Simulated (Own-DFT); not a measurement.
# Point defects and the pressure they add: C40 NbSi2

Source: density functional calculations with Own-DFT, an unreviewed in-house program that is no longer used. Nothing was measured or relaxed, and spin and spin-orbit coupling are left out.

Common settings: PBE; PseudoDojo norm-conserving scalar-relativistic files; cutoff 42 hartree; 4 x 4 x 5 k mesh centred on Gamma; cold (Marzari-Vanderbilt) smearing of 0.2 eV.

Caveats: forces on such cells failed a check on a denser k mesh; stress not checked against mesh or cutoff.

All runs share one cell, with vectors in Å (0.000, 8.324, 0.000); (-9.613, 0.000, 0.000); (0.000, 0.000, 6.586) and a volume of 527.0 Å³. The atoms are randomly displaced, by u rms on each axis. The defect's site can differ from row to row.

| cell | formula | u (Å) | P (GPa) |
|---|---|---|---|
| no defect | Nb12Si24 | 0.0195 | 1.47 |
| no defect | Nb12Si24 | 0.0196 | 1.53 |
| no defect | Nb12Si24 | 0.0523 | 2.97 |
| one Si vacancy | Nb12Si23 | 0.0291 | 0.94 |
| one Si vacancy | Nb12Si23 | 0.0303 | 0.90 |
| one Si vacancy | Nb12Si23 | 0.0492 | ? |
| one Si vacancy | Nb12Si23 | 0.0515 | 2.02 |
| two Nb on a Si site each | Nb14Si22 | 0.0303 | 7.63 |
| two Nb on a Si site each | Nb14Si22 | 0.0331 | 7.78 |
| two Nb on a Si site each | Nb14Si22 | 0.0523 | 8.70 |
| two Si on a Nb site each | Nb10Si26 | 0.0307 | 1.53 |
| two Si on a Nb site each | Nb10Si26 | 0.0312 | 1.62 |
| two Si on a Nb site each | Nb10Si26 | 0.0457 | 2.06 |

## Analysis

P = P0 + c u² + a shift for each defect gives P0 = 1.29 GPa, c = 594 ± 24 GPa/Å² and a scatter of 0.07 GPa. The shifts, and each times the cell's volume:

- two Nb on a Si site each: 5.80 ± 0.06 GPa, 19.1 eV (9.5 eV for each of its 2 sites)
- two Si on a Nb site each: -0.35 ± 0.06 GPa, -1.2 eV (-0.6 eV for each of its 2 sites)
- one Si vacancy: -0.88 ± 0.06 GPa, -2.9 eV

Positive is outwards. The product with the volume (160.2 GPa Å³ to the eV) is nearly free of the cell's size; divided by the bulk modulus at the cell's pressure it gives the volume that the defect adds. The atoms around the defects weren't relaxed, which would change these numbers.

## Test on the hidden row

Asked: what pressure belongs in the blank (one Si vacancy, u = 0.0492 Å)?

The fit gives 1.85 ± 0.09 GPa. The calculation gave 1.89 GPa.
